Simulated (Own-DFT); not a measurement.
# One host, several defects: C11b WSi2

Source: density functional calculations with Own-DFT, an unreviewed in-house program that is no longer used. Nothing was measured or relaxed, and spin and spin-orbit coupling are left out.

Method: PBE; PseudoDojo norm-conserving scalar-relativistic files; cutoff 50 hartree; 5 x 5 x 5 k mesh centred on Gamma; cold (Marzari-Vanderbilt) smearing of 0.2 eV.

Limits: forces on such cells failed a check on a denser k mesh; stress not checked against mesh or cutoff.

All runs share one cell, with vectors in Å (-2.148, -5.953, 3.409); (-6.444, 2.976, 1.136); (-2.553, -2.948, -6.757) and a volume of 403.2 Å³. The atoms are randomly displaced, by u rms on each axis. The defect's site can differ from row to row.

| cell | formula | u (Å) | P (GPa) |
|---|---|---|---|
| no defect | Si20W10 | 0.0171 | 4.37 |
| no defect | Si20W10 | 0.0184 | 4.55 |
| no defect | Si20W10 | 0.0494 | 5.64 |
| one Si vacancy | Si19W10 | 0.0331 | 3.67 |
| one Si vacancy | Si19W10 | 0.0346 | 4.05 |
| one Si vacancy | Si19W10 | 0.0517 | 4.63 |
| one W on a Si site | Si19W11 | 0.0297 | 9.75 |
| one W on a Si site | Si19W11 | 0.0312 | 9.96 |
| one W on a Si site | Si19W11 | 0.0492 | ? |
| one W on a Si site | Si19W11 | 0.0512 | 11.09 |
| one Si on a W site | Si21W9 | 0.0294 | 6.33 |
| one Si on a W site | Si21W9 | 0.0301 | 6.01 |
| one Si on a W site | Si21W9 | 0.0546 | 7.90 |

## Worked fit

P = P0 + c u² + a shift for each defect gives P0 = 4.17 GPa, c = 670 ± 67 GPa/Å² and a scatter of 0.21 GPa. The shifts, and each times the cell's volume:

- one W on a Si site: 5.10 ± 0.17 GPa, 12.8 eV
- one Si on a W site: 1.52 ± 0.17 GPa, 3.8 eV
- one Si vacancy: -1.16 ± 0.17 GPa, -2.9 eV

Positive is outwards. The product with the volume (160.2 GPa Å³ to the eV) is nearly free of the cell's size; divided by the bulk modulus at the cell's pressure it gives the volume that the defect adds. The atoms around the defects weren't relaxed, which would change these numbers.

## Test on the hidden row

Question: what pressure belongs in the blank (one W on a Si site, u = 0.0492 Å)?

The fit gives 10.89 ± 0.25 GPa. The hidden result is 11.86 GPa. This run lies off the fit, by chance or by something that the fit leaves out.
